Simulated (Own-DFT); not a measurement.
# Response to strain: 2H SiC, 72 atoms (C36Si36)

All numbers below are calculated, not measured. They come from Own-DFT, an in-house plane-wave density functional program, since retired, whose code no person has reviewed. Each row is one single-point run on a periodic cell that was not relaxed, without spin or spin-orbit coupling.

Settings of every run: PBE; PseudoDojo norm-conserving scalar-relativistic files; cutoff 42 hartree; 4 x 4 x 3 k mesh centred on Gamma; Fermi-Dirac smearing of 0.1 eV.

Known limits: forces on such cells passed a denser k mesh, each cell not checked; stress not checked against mesh or cutoff.

Unstrained cell vectors in Å: (9.248, 0.000, 0.000); (-4.624, 8.009, 0.000); (0.000, 0.000, 10.068). The unstrained cell has measured lattice constants (interpolated for alloys), not those of this functional. That, the random moves and any unrelaxed bonds set the pressure at no strain. Each run strains this cell uniformly, with the atoms carried along. Every atom was also moved at random, by a Gaussian of width 0.05 Å on each axis. Strain is the symmetric tensor, in per cent. Stress is positive in tension, and the pressure is minus a third of its trace.

| run | e_xx (%) | e_yy (%) | e_zz (%) | e_yz (%) | e_xz (%) | e_xy (%) | s_xx (GPa) | s_yy (GPa) | s_zz (GPa) | s_yz (GPa) | s_xz (GPa) | s_xy (GPa) | P (GPa) | E (meV/atom) |
|---|---|---|---|---|---|---|---|---|---|---|---|---|---|---|
| 1 | 1.39 | 0.30 | 0.49 | -1.71 | 1.44 | -1.09 | 2.45 | -1.54 | -3.42 | -4.79 | 5.25 | -5.09 | 0.84 | 22.9 |
| 2 | -1.96 | 1.63 | 0.43 | 0.76 | 1.96 | 1.40 | -12.23 | 0.77 | -3.42 | 2.89 | 6.70 | 5.73 | 4.96 | 16.9 |
| 3 | -1.76 | -1.00 | 0.38 | -0.21 | 1.38 | -1.53 | -16.63 | -10.94 | -6.16 | -0.52 | 4.92 | -8.26 | 11.24 | 33.8 |
| 4 | -1.96 | 1.74 | -0.70 | -1.57 | -0.38 | 0.10 | -15.24 | 2.27 | -13.08 | -5.48 | -0.77 | -1.29 | 8.68 | 58.7 |
| 5 | 0.73 | 1.45 | -0.23 | -1.00 | 1.79 | -0.72 | 0.10 | 3.80 | -8.43 | -3.18 | 5.43 | -3.33 | 1.51 | 24.0 |
| 6 | 1.73 | 1.32 | 0.72 | 0.71 | 0.17 | 0.80 | 6.95 | 3.47 | -2.05 | 1.80 | 0.74 | 2.24 | -2.79 | 17.8 |
| 7 | 1.72 | -1.79 | 0.17 | -0.05 | -1.03 | -0.78 | 5.11 | -12.64 | -7.92 | -1.30 | -3.30 | -3.76 | 5.15 | 13.2 |
| 8 | -1.73 | -0.18 | -0.37 | 0.86 | 0.72 | 0.29 | -15.30 | -5.75 | -13.07 | 3.34 | 3.44 | -0.23 | 11.37 | 41.9 |
| 9 | -1.31 | -0.28 | 1.80 | -0.37 | 1.15 | 0.53 | -11.80 | -4.53 | 2.63 | -1.06 | 3.06 | 1.96 | 4.56 | 0.0 |
| 10 | -1.24 | -1.95 | 0.23 | 1.70 | 1.60 | 0.90 | -12.75 | -18.19 | -8.13 | 6.22 | 5.45 | 4.64 | 13.02 | 48.3 |
| 11 | -1.27 | -0.22 | -1.07 | -0.59 | 1.87 | -0.27 | -11.83 | -6.88 | -15.69 | -1.83 | 6.60 | -1.92 | 11.47 | 30.2 |
| 12 | -1.66 | -0.58 | -0.51 | 0.29 | 0.90 | 1.55 | -15.02 | -10.63 | -10.74 | 0.56 | 2.28 | 8.57 | 12.13 | 34.7 |
| 13 | -0.84 | 1.44 | 1.78 | -1.96 | 0.01 | 1.21 | -8.87 | 2.26 | 2.19 | -7.85 | 1.92 | 6.87 | 1.47 | 59.2 |
| 14 | 1.88 | 1.85 | 1.48 | 0.31 | -1.07 | 1.77 | 7.16 | 6.07 | 1.85 | 1.20 | -3.04 | 7.12 | -5.03 | 28.6 |
| 15 | 1.97 | -1.10 | -1.20 | 1.61 | 0.80 | -1.51 | 3.94 | -8.20 | -15.52 | 5.18 | 2.38 | -6.88 | 6.59 | 47.0 |
| 16 | 1.39 | 1.57 | -0.89 | -0.75 | 1.47 | 1.74 | 2.79 | 4.47 | -11.28 | -2.48 | 3.97 | 7.83 | 1.34 | 30.4 |
| 17 | -0.05 | 0.32 | -1.13 | -1.11 | 0.53 | 1.13 | ? | ? | ? | ? | ? | ? | ? | ? |

E is the free energy for each atom above the lowest run shown.

## Worked fit

Each stress component was fitted by least squares to a constant and the strains of the runs shown, as fractions, with shears doubled. Shear strains stay in the fit of a normal stress only where such slopes are resolved. The slopes, in GPa:

| stress | at no strain | per e_xx | per e_yy | per e_zz | scatter |
|---|---|---|---|---|---|
| s_xx | -4.9 | 556 ± 18 | 70 ± 22 | 41 ± 31 | 1.11 |
| s_yy | -4.7 | 91 ± 20 | 516 ± 25 | 28 ± 35 | 1.25 |
| s_zz | -8.1 | 35 ± 18 | 55 ± 23 | 610 ± 31 | 1.13 |

Each shear stress against twice its own strain: yz 175 ± 9, xz 151 ± 11, xy 260 ± 14 GPa. These are stiffnesses along x, y and z of the frame in which the cell vectors are given, which need not be the crystal's axes. The atoms are held to the strained lattice; where symmetry lets them move under strain, relaxing them would lower some slopes. The table should be nearly symmetric about its diagonal, and what it lacks of that shows the noise. A ninth of its sum, 222 ± 5 GPa, estimates the bulk modulus near the mean pressure of these runs, 5.4 GPa, so it lies above the value at zero pressure.

## Withheld run

Question: what normal stresses and pressure should run 17 give?

The fit gives s_xx = -5.5, s_yy = -3.5, s_zz = -14.8 and P = 7.9 GPa. The calculation gave -6.38, -3.31, -13.91 and P = 7.87 GPa.
